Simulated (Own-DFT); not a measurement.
## Calculated data, AlN (wurtzite, atoms displaced)

A calculation, not a measurement: plane-wave PBE density functional theory by an unreviewed code, no spin, of a simulated periodic cell, stress positive in tension, free energy of the whole cell less one offset for each atom, forces on such cells passed a denser k mesh, this cell's mesh not checked; offsets are fitted by least squares, one for each functional and potential file, so energies compare only between cells with the same atoms and settings and are not formation energies; the far tail of each file's local potential was reset to the Coulomb form; each entry is a single point on an unrelaxed cell, so the pressure reflects the starting lattice, mostly measured values (interpolated for alloys), from which strain is counted, and rises with the displacements; printed positions are rounded, which can move forces by about a meV/angstrom; the program, named Own-DFT, is a retired in-house code; no spin-orbit coupling. Program: Own-DFT development build.

Common to all runs: functional PBE; potential files PseudoDojo norm-conserving, scalar-relativistic, standard set; wave cutoff 42 hartree; occupations Fermi-Dirac; smearing width 0.1 eV; hardware one NVIDIA H100; k mesh 2 x 2 x 2 centred on Gamma.

(1) AlN (wurtzite, atoms displaced)

```
cell vectors (Å)
  12.4480     0.0000     0.0000
  -6.2240    10.7803     0.0000
   0.0000     0.0000     9.9640
atoms (fractions of the cell vectors)
Al  0.08813  0.16488  0.99966
Al  0.15190  0.06868  0.25101
N   0.06848  0.15872  0.18020
N   0.16887  0.08579  0.43170
Al  0.07213  0.15569  0.47532
Al  0.15561  0.07792  0.74288
N   0.08891  0.17703  0.70060
N   0.17146  0.08962  0.94664
Al  0.08186  0.42088  0.99971
Al  0.17501  0.33582  0.25451
N   0.07456  0.40973  0.19770
N   0.17251  0.33177  0.44077
Al  0.07982  0.40217  0.49459
Al  0.16380  0.31856  0.75843
N   0.08667  0.41972  0.69921
N   0.16129  0.33446  0.94839
Al  0.07195  0.67725  0.98439
Al  0.16204  0.56475  0.25060
N   0.07673  0.66196  0.19680
N   0.16301  0.58444  0.44570
Al  0.09515  0.66388  0.50016
Al  0.17483  0.58616  0.75148
N   0.08361  0.66574  0.68877
N   0.16738  0.57818  0.93631
Al  0.07968  0.92226  0.98350
Al  0.15837  0.83420  0.24749
N   0.07829  0.89948  0.19827
N   0.16782  0.83077  0.44087
Al  0.08255  0.91087  0.49237
Al  0.15431  0.83607  0.75513
N   0.08509  0.91455  0.70074
N   0.16687  0.83677  0.95281
Al  0.34579  0.17548  0.00830
Al  0.42438  0.08616  0.25453
N   0.33901  0.18026  0.18795
N   0.40007  0.05909  0.43999
Al  0.32563  0.17069  0.49877
Al  0.41438  0.07777  0.75693
N   0.33258  0.16393  0.68863
N   0.41571  0.08061  0.93761
Al  0.31906  0.41872  0.00512
Al  0.42425  0.33502  0.26391
N   0.33662  0.41667  0.22535
N   0.40810  0.33102  0.43295
Al  0.34197  0.41656  0.51972
Al  0.40108  0.32655  0.75000
N   0.34456  0.41786  0.68201
N   0.40090  0.33061  0.93954
Al  0.34782  0.66976  0.99385
Al  0.43123  0.58531  0.22217
N   0.34296  0.67251  0.20449
N   0.40397  0.59297  0.43122
Al  0.33703  0.66483  0.51108
Al  0.40595  0.58537  0.75335
N   0.32614  0.66663  0.68160
N   0.41228  0.57625  0.94183
Al  0.32852  0.90929  0.98938
Al  0.42754  0.84858  0.24769
N   0.33161  0.91514  0.19261
N   0.42065  0.84873  0.43954
Al  0.32145  0.91162  0.51034
Al  0.41558  0.82565  0.75843
N   0.34623  0.93738  0.69036
N   0.44131  0.85104  0.92352
Al  0.57939  0.17535  0.01370
Al  0.66834  0.06965  0.23999
N   0.58696  0.17854  0.18827
N   0.67673  0.09233  0.43045
Al  0.59658  0.17325  0.50554
Al  0.67096  0.08121  0.74721
N   0.58837  0.17490  0.67928
N   0.67748  0.10232  0.94151
Al  0.59254  0.40419  0.00559
Al  0.66433  0.32918  0.24222
N   0.57608  0.42177  0.18870
N   0.67823  0.35390  0.41425
Al  0.58231  0.41827  0.51068
Al  0.66049  0.33263  0.75814
N   0.57962  0.41664  0.69019
N   0.66521  0.32695  0.94594
Al  0.58198  0.65008  0.00721
Al  0.67266  0.59497  0.25634
N   0.58208  0.67332  0.20631
N   0.67831  0.59602  0.43216
Al  0.56769  0.63854  0.51202
Al  0.66425  0.58558  0.77474
N   0.57306  0.68108  0.68725
N   0.66307  0.57783  0.92764
Al  0.59080  0.92785  0.01819
Al  0.67138  0.83509  0.25635
N   0.57478  0.92322  0.19733
N   0.66879  0.83161  0.45517
Al  0.58808  0.93020  0.48734
Al  0.65413  0.81973  0.73760
N   0.58007  0.92302  0.70873
N   0.65952  0.83282  0.94011
Al  0.83242  0.16568  0.99132
Al  0.90407  0.07929  0.26090
N   0.83958  0.16588  0.17638
N   0.91900  0.09132  0.42314
Al  0.83150  0.18399  0.48329
Al  0.91078  0.07456  0.76283
N   0.81729  0.14934  0.68116
N   0.91624  0.09177  0.93455
Al  0.80901  0.40522  0.99670
Al  0.90571  0.32230  0.24912
N   0.83435  0.41223  0.18643
N   0.92386  0.32198  0.43071
Al  0.82694  0.41265  0.51804
Al  0.90366  0.31869  0.74631
N   0.81599  0.40457  0.69089
N   0.92847  0.36050  0.94105
Al  0.84461  0.67184  0.00344
Al  0.92757  0.58415  0.24343
N   0.81746  0.65058  0.18731
N   0.92809  0.58603  0.45526
Al  0.83121  0.65058  0.50155
Al  0.92637  0.58600  0.75738
N   0.81571  0.66380  0.71127
N   0.90362  0.56576  0.95167
Al  0.83589  0.91417  0.99156
Al  0.89788  0.82576  0.24970
N   0.85137  0.92259  0.18592
N   0.90588  0.81612  0.42683
Al  0.82209  0.90062  0.51593
Al  0.91540  0.83758  0.75526
N   0.83056  0.91735  0.69625
N   0.93158  0.83813  0.94810
```

The calculation gives: free energy of cell above offsets -21.614 eV; pressure 12.05 GPa; stress xx -10.25 GPa; stress yy -11.26 GPa; stress zz -14.64 GPa; stress yz -1.51 GPa; stress xz 0.52 GPa; stress xy -2.4 GPa; wall time 390 s.

Force:
```tsv
element	x (eV/Å)	y (eV/Å)	z (eV/Å)
Al	-1.906	0.874	0.414
Al	0.587	1.432	-2.649
N	1.737	0.526	2.56
N	-1.343	-1.972	1.692
Al	1.586	2.915	1.998
Al	2.019	2.37	1.3
N	-0.942	-7.267	-2.977
N	0.694	-1.323	-1.647
Al	0.118	-0.275	1.077
Al	-2.137	-1.767	-0.219
N	1.405	-1.127	-1.219
N	-0.053	-1.027	1.018
Al	1.031	2.731	1.643
Al	-1.423	6.913	0.767
N	-0.111	-2.023	-1.543
N	0.303	-0.644	-0.7
Al	3.203	-3.917	3.343
Al	-0.217	4.416	0.931
N	3.573	2.114	-2.435
N	3.972	-2.906	-1.24
Al	-3.635	1.762	0.289
Al	-2.648	-1.864	0.059
N	0.226	1.266	1.961
N	0.424	3.443	0.698
Al	5.223	3.109	4.194
Al	5.878	-2.84	1.525
N	-5.67	3.363	-2.349
N	-1.387	-0.7	0.42
Al	-0.568	-0.319	-0.466
Al	5.67	-1.57	0.156
N	-4.342	0.943	-2.455
N	-1.561	0.376	-2.941
Al	-1.756	-1.334	-1.142
Al	-2.197	-1.023	0.162
N	0.521	-2.501	1.767
N	0.21	6.267	-0.804
Al	2.765	-1.515	0.078
Al	0.189	5.087	-0.864
N	-1.302	-0.19	0.033
N	0.215	1.023	1.774
Al	2.652	-1.867	1.261
Al	-1.301	-0.208	-3.857
N	0.529	1.113	-4.631
N	2.096	0.828	5.197
Al	-3.034	0.52	-8.978
Al	3.16	-0.578	1.428
N	-2.975	1.383	6.725
N	1.692	1.254	-0.052
Al	-3.425	1.464	2.287
Al	-6.785	-2.216	4.875
N	-0.268	-0.485	-3.134
N	6.037	-3.164	0.717
Al	-3.005	2.455	-4.557
Al	1.69	-0.846	-1.031
N	1.43	0.789	4.227
N	1.349	0.69	-0.055
Al	2.052	1.572	2.109
Al	-5.287	-4.733	2.875
N	-0.175	0.787	-1.984
N	0.891	-1.615	0.722
Al	2.312	-0.392	-0.634
Al	-0.851	2.433	-5.097
N	-1.038	-7.631	0.53
N	-2.205	-2.14	6.119
Al	1.295	-3.897	-2.895
Al	-0.37	7.56	1.435
N	0.692	-3.927	1.239
N	-1.602	-0.528	-1.052
Al	-2.581	-0.619	-3.345
Al	-3.675	0.077	1.805
N	-0.12	-0.627	3.467
N	-2.173	-1.983	0.348
Al	-6.22	3.134	0.394
Al	0.172	4.06	-0.128
N	2.238	0.514	-0.329
N	-0.355	-1.639	5.736
Al	0.646	-0.503	-3.039
Al	-0.762	-0.909	-1.586
N	-0.385	0.42	1.9
N	-3.407	-1.724	-3.052
Al	-0.76	2.426	-0.62
Al	-1.716	-3.172	-1.08
N	5.096	1.755	-3.137
N	-1.844	-2.626	3.371
Al	-1.541	3.083	-2.481
Al	-1.81	-1.028	-12.24
N	0.655	-9.301	-0.372
N	0.901	-0.753	13.03
Al	0.438	-0.076	-4.496
Al	0.012	0.632	0.913
N	5.147	-2.192	-1.716
N	-1.984	-0.101	-2.006
Al	-0.217	-2.144	2.587
Al	-0.695	9.194	3.698
N	1.378	-2.056	-3.233
N	1.997	-0.907	1.068
Al	0.786	3.104	0.913
Al	2.159	0.487	-7.002
N	-2.062	-1.588	1.346
N	-1.816	-1.948	6.81
Al	2.402	-7.473	3.963
Al	-0.456	2.358	-3.979
N	3.595	3.125	-0.848
N	1.796	-2.011	2.012
Al	8.345	2.481	2.891
Al	0.784	1.494	-1.586
N	-1.372	0.059	0.031
N	-1.944	6.266	-0.249
Al	0.746	1.598	-4.834
Al	1.331	1.812	1.136
N	1.887	1.533	2.54
N	-2.125	-4.404	-1.6
Al	-1.696	-1.588	-0.333
Al	-3.912	-2.9	2.06
N	2.824	2.765	-0.899
N	-0.741	-1.864	-0.889
Al	-0.055	2.101	1.017
Al	-2.411	-1.912	-0.731
N	3.943	1.647	-2.215
N	-0.267	3.796	-2.111
Al	-1.507	0.828	0.968
Al	4.82	-1.622	-0.379
N	-5.092	0.103	-1.193
N	0.236	1.675	4.191
Al	1.793	1.447	-2.584
Al	0.18	-1.731	-0.485
N	0.866	-1.038	0.812
N	-5.377	-2.982	-2.232
```

(2) AlN (wurtzite, atoms displaced)

```
cell vectors (Å)
  12.4480     0.0000     0.0000
  -6.2240    10.7803     0.0000
   0.0000     0.0000     9.9640
atoms (fractions of the cell vectors)
Al  0.08594  0.17476  0.99461
Al  0.17332  0.08847  0.26064
N   0.08513  0.16761  0.21326
N   0.18080  0.08170  0.42715
Al  0.08513  0.17077  0.49799
Al  0.16732  0.09625  0.73830
N   0.09623  0.18236  0.68419
N   0.18135  0.09671  0.93994
Al  0.07872  0.41620  0.99868
Al  0.17144  0.34404  0.24252
N   0.09513  0.43193  0.18416
N   0.16959  0.31591  0.43349
Al  0.07742  0.41269  0.49197
Al  0.16860  0.33220  0.74239
N   0.07700  0.41880  0.68297
N   0.16454  0.34358  0.92314
Al  0.07945  0.66601  0.99423
Al  0.17761  0.58582  0.25507
N   0.08174  0.67576  0.19876
N   0.16344  0.58391  0.44106
Al  0.07528  0.66666  0.46871
Al  0.16509  0.57202  0.75556
N   0.08577  0.66169  0.69492
N   0.17001  0.58875  0.93373
Al  0.09472  0.92704  0.99219
Al  0.16532  0.82962  0.23849
N   0.08774  0.90805  0.16979
N   0.17478  0.84491  0.44680
Al  0.08564  0.92060  0.49274
Al  0.17648  0.84053  0.75141
N   0.09306  0.90737  0.70020
N   0.17435  0.82813  0.93911
Al  0.32206  0.16068  0.01360
Al  0.41211  0.08694  0.23598
N   0.34029  0.16692  0.19301
N   0.41371  0.09424  0.43275
Al  0.31576  0.14565  0.50000
Al  0.39444  0.06956  0.73542
N   0.32519  0.16943  0.69859
N   0.41761  0.07555  0.93187
Al  0.34067  0.41952  0.99450
Al  0.40849  0.32647  0.25827
N   0.32978  0.42421  0.21343
N   0.41829  0.32475  0.44967
Al  0.34030  0.41426  0.50483
Al  0.41811  0.34112  0.75529
N   0.35397  0.41653  0.69364
N   0.42003  0.33458  0.94509
Al  0.34497  0.66508  0.00921
Al  0.40908  0.56334  0.25674
N   0.32154  0.66001  0.18609
N   0.40974  0.58151  0.42655
Al  0.33374  0.66904  0.48405
Al  0.41380  0.58700  0.74255
N   0.31714  0.64425  0.69222
N   0.39922  0.56655  0.96630
Al  0.33394  0.90858  0.98901
Al  0.42906  0.85027  0.24447
N   0.32043  0.92442  0.19016
N   0.42153  0.83319  0.43212
Al  0.32424  0.90848  0.49708
Al  0.41250  0.84284  0.75961
N   0.33925  0.92372  0.68967
N   0.39869  0.81402  0.93763
Al  0.57451  0.18048  0.00130
Al  0.67123  0.09014  0.23731
N   0.58579  0.16936  0.18446
N   0.65943  0.08247  0.42323
Al  0.57968  0.16142  0.49594
Al  0.65639  0.06762  0.74233
N   0.58643  0.16228  0.70154
N   0.65671  0.06221  0.94417
Al  0.58598  0.41180  0.99108
Al  0.67209  0.34189  0.23745
N   0.58129  0.41647  0.18208
N   0.67766  0.34240  0.42670
Al  0.59471  0.41529  0.49439
Al  0.65092  0.32005  0.75853
N   0.58977  0.42683  0.69969
N   0.65800  0.34242  0.93845
Al  0.57548  0.65379  0.99632
Al  0.65944  0.57963  0.23258
N   0.57838  0.67657  0.17356
N   0.67289  0.59008  0.45475
Al  0.56801  0.67442  0.51768
Al  0.65264  0.56285  0.73387
N   0.57643  0.66356  0.70188
N   0.66148  0.57625  0.93466
Al  0.57150  0.90992  0.99616
Al  0.67475  0.83718  0.24998
N   0.58510  0.91754  0.18556
N   0.65835  0.82795  0.42628
Al  0.60410  0.93617  0.50240
Al  0.66012  0.82264  0.76065
N   0.58516  0.92902  0.68064
N   0.67201  0.83115  0.95926
Al  0.83589  0.17665  0.00244
Al  0.91275  0.07455  0.26023
N   0.81376  0.15660  0.18111
N   0.93307  0.10093  0.46302
Al  0.83465  0.17040  0.50260
Al  0.92090  0.08741  0.74007
N   0.83874  0.17654  0.68874
N   0.91085  0.07382  0.93296
Al  0.82853  0.42532  0.98681
Al  0.92330  0.32258  0.24109
N   0.84707  0.41426  0.19729
N   0.91979  0.33314  0.45602
Al  0.83450  0.42377  0.49592
Al  0.91017  0.33532  0.75059
N   0.82166  0.40290  0.68260
N   0.92157  0.32944  0.94854
Al  0.83316  0.67215  0.00039
Al  0.92554  0.58737  0.24717
N   0.84292  0.67998  0.19349
N   0.90026  0.57715  0.44486
Al  0.83972  0.66416  0.49097
Al  0.92252  0.58522  0.74696
N   0.83853  0.66473  0.70576
N   0.91910  0.60098  0.92707
Al  0.82142  0.90579  0.98731
Al  0.92597  0.83350  0.23441
N   0.82382  0.91338  0.19258
N   0.90253  0.84100  0.44005
Al  0.82987  0.92064  0.51502
Al  0.93166  0.83835  0.73407
N   0.82945  0.91200  0.70001
N   0.93129  0.83965  0.93829
```

Results for AlN (wurtzite, atoms displaced): free energy of cell above offsets -24.678 eV; pressure 11.46 GPa; stress xx -11.66 GPa; stress yy -15.4 GPa; stress zz -7.32 GPa; stress yz -1.37 GPa; stress xz 0.07 GPa; stress xy -0.89 GPa; wall time 402 s.

Force:
```tsv
element	x (eV/Å)	y (eV/Å)	z (eV/Å)
Al	-0.493	-1.352	0.226
Al	-0.348	-1.205	-5.472
N	-0.775	0.275	-2.84
N	-6.184	-2.807	3.317
Al	3.416	-0.504	0.642
Al	0.757	-2.531	2.847
N	-1.089	-3.944	-0.607
N	-4.32	-1.791	-1.515
Al	1.712	2.951	-0.757
Al	-1.079	-2.367	1.932
N	-0.633	-3.287	0.614
N	-0.879	5.668	0.152
Al	2.577	1.043	1.661
Al	-0.83	4.008	-0.264
N	1.472	-1.917	0.408
N	1.636	-1.541	2.87
Al	1.307	0.043	-0.118
Al	-3.339	0.206	-0.044
N	2.162	-3.119	-0.963
N	0.19	-0.409	-1.021
Al	1.127	0.359	3.641
Al	-2.549	1.056	-1.104
N	0.038	1.274	-1.435
N	-0.426	-1.356	2.793
Al	0.113	-0.999	-1.409
Al	-0.378	2.691	1.599
N	-1.436	2.368	3.403
N	-3.403	-3.356	-2.592
Al	-0.987	-1.168	0.786
Al	1.55	-4.642	0.657
N	-3.157	4.882	-3.161
N	-1.736	1.327	-0.4
Al	4.151	2.112	-1.829
Al	3.694	-1.254	2.453
N	-4.144	1.791	-0.505
N	2.672	-2.515	0.622
Al	4.622	6.008	2.992
Al	1.641	6.586	3.159
N	2.227	0.108	-2.138
N	-1.719	0.672	0.545
Al	-1.081	-5.506	1.647
Al	0.878	1.507	0.41
N	2.823	-8.862	-5.068
N	-0.015	0.535	-0.692
Al	-0.411	-0.535	-1.136
Al	5.001	-3.747	1.381
N	-7.007	3.32	-2.002
N	-0.489	-1.164	0.146
Al	-4.063	-1.435	-0.117
Al	0.493	10.87	-2.004
N	3.377	2.88	1.215
N	0.935	-0.066	5.3
Al	-0.715	-0.385	1.638
Al	0.059	-2.442	2.165
N	1.577	4.136	-2.209
N	2.743	5.591	-4.372
Al	-1.248	1.711	2.421
Al	-1.707	-2.193	0.588
N	4.346	-0.373	-1.432
N	-0.945	1.184	1.328
Al	4.331	2.333	-0.242
Al	1.814	-2.276	-2.509
N	-0.199	-4.466	-2.074
N	2.604	2.479	0.011
Al	2.045	-3.312	-0.959
Al	-4.638	-3.574	1.03
N	-1.401	0.859	0.148
N	1.72	1.75	1.49
Al	-0.714	1.706	0.093
Al	1.37	7.616	4.793
N	-2.42	-0.743	-2.373
N	-0.318	4.813	-1.954
Al	-6.401	4.173	2.588
Al	0.86	-0.901	1.242
N	-0.22	-0.514	0.411
N	-0.507	-2.067	0.652
Al	-2.13	0.719	0.637
Al	1.178	1.965	-2.722
N	0.453	-14.14	-3.775
N	6.66	-3.446	-0.734
Al	0.065	0.7	-0.387
Al	-0.08	2.413	1.798
N	1.168	-2.451	3.299
N	-2.01	-1.079	-1.178
Al	2.516	-0.822	-3.341
Al	1.622	14.3	3.899
N	0.185	0.325	-0.476
N	0.244	0.847	0.435
Al	1.599	-1.23	1.727
Al	-3.413	-2.125	-1.551
N	-0.037	0.574	-0.134
N	0.291	1.776	4.655
Al	-1.739	-3.808	-2.613
Al	0.46	2.252	0.695
N	0.5	-7.903	0.064
N	-6.222	-3.792	-4.145
Al	-0.229	-5.357	-1.935
Al	-0.119	0.529	-0.709
N	7.271	3.543	0.767
N	-4.402	-4.566	-2.462
Al	-0.751	0.461	0.186
Al	-1.006	0.263	1.237
N	-0.493	-2.95	0.483
N	0.602	2.345	0.562
Al	1.93	0.36	1.21
Al	-1.133	1.171	1.276
N	-2.141	1.219	-1.987
N	-1.932	-0.271	-3.719
Al	1.064	-3.372	0.962
Al	1.539	0	-0.447
N	-1.051	1.752	2.029
N	-3.31	2.035	-1.917
Al	-0.318	0.707	-1.442
Al	-2.628	-1.835	0.052
N	-0.494	-5.126	-1.129
N	5.091	1.263	-3.397
Al	-5.22	3.403	2.991
Al	-0.048	-0.522	-1.454
N	-1.867	0.538	-2.927
N	0.83	-3.157	3.041
Al	5.916	3.88	2.019
Al	-2.099	3.448	1.421
N	4.224	1.92	-1.249
N	4.484	-0.445	-0.377
Al	-0.587	-0.414	-1.673
Al	-2.041	-2.523	2.61
N	0.111	0.568	-0.538
N	-2.137	-0.206	-0.338
```
